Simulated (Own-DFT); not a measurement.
# One host, several defects: monoclinic HfO2

Source: density functional calculations with Own-DFT, an unreviewed in-house program that is no longer used. Nothing was measured or relaxed, and spin and spin-orbit coupling are left out.

Common settings: PBE; PseudoDojo norm-conserving scalar-relativistic files; cutoff 72 hartree; 2 x 2 x 2 k mesh centred on Gamma; Fermi-Dirac smearing of 0.1 eV.

Keep in mind (not all hold for every row): not probed for a lower state with spin; hafnium file: forces about 75 meV/angstrom off all-electron values; oxygen file: force components 24 meV/angstrom off all-electron in a glass; forces on such cells passed a denser k mesh, each cell not checked; stress not checked against mesh or cutoff.

All runs share one cell, with vectors in Å (10.234, 0.000, 0.000); (0.000, 10.350, 0.000); (-1.696, 0.000, 10.445) and a volume of 1106.4 Å³. The atoms are randomly displaced, by u rms on each axis. The defect's site can differ from row to row.

```
cell,formula,u (Å),P (GPa)
no defect,Hf32O64,0.0190,4.02
no defect,Hf32O64,0.0199,3.97
no defect,Hf32O64,0.0473,5.42
two Al on a Hf site each and one O vacancy,Al2Hf30O63,0.0289,2.15
two Al on a Hf site each and one O vacancy,Al2Hf30O63,0.0310,2.16
two Al on a Hf site each and one O vacancy,Al2Hf30O63,0.0509,2.76
one O vacancy,Hf32O63,0.0294,4.17
one O vacancy,Hf32O63,0.0301,?
one O vacancy,Hf32O63,0.0457,5.37
one O vacancy,Hf32O63,0.0483,4.75
one Si on a Hf site,Hf31O64Si,0.0318,2.98
one Si on a Hf site,Hf31O64Si,0.0484,3.66
one Si on a Hf site,Hf31O64Si,0.0488,4.26
two O vacancies,Hf32O62,0.0287,3.82
two O vacancies,Hf32O62,0.0307,3.44
two O vacancies,Hf32O62,0.0503,5.64
```

## Working it out

P = P0 + c u² + a shift for each defect gives P0 = 3.74 GPa, c = 735 ± 130 GPa/Å² and a scatter of 0.38 GPa. The shifts, and each times the cell's volume:

- one O vacancy: -0.27 ± 0.33 GPa, -1.9 eV (not resolved)
- two O vacancies: -0.49 ± 0.32 GPa, -3.4 eV (-1.7 eV for each of its 2 sites) (not resolved)
- one Si on a Hf site: -1.51 ± 0.33 GPa, -10.4 eV
- two Al on a Hf site each and one O vacancy: -2.46 ± 0.32 GPa, -17.0 eV

A positive shift means that the defect pushes the cell outwards. Shift times volume (160.2 GPa Å³ is 1 eV) depends little on the cell's size, so, taken for each site, it can be compared between cells at like pressure. The atoms around the defects weren't relaxed, which would change these numbers.

## Withheld run

Q: what pressure belongs in the blank (one O vacancy, u = 0.0301 Å)?

The fitted form gives 4.13 ± 0.45 GPa. The hidden result is 4.17 GPa.
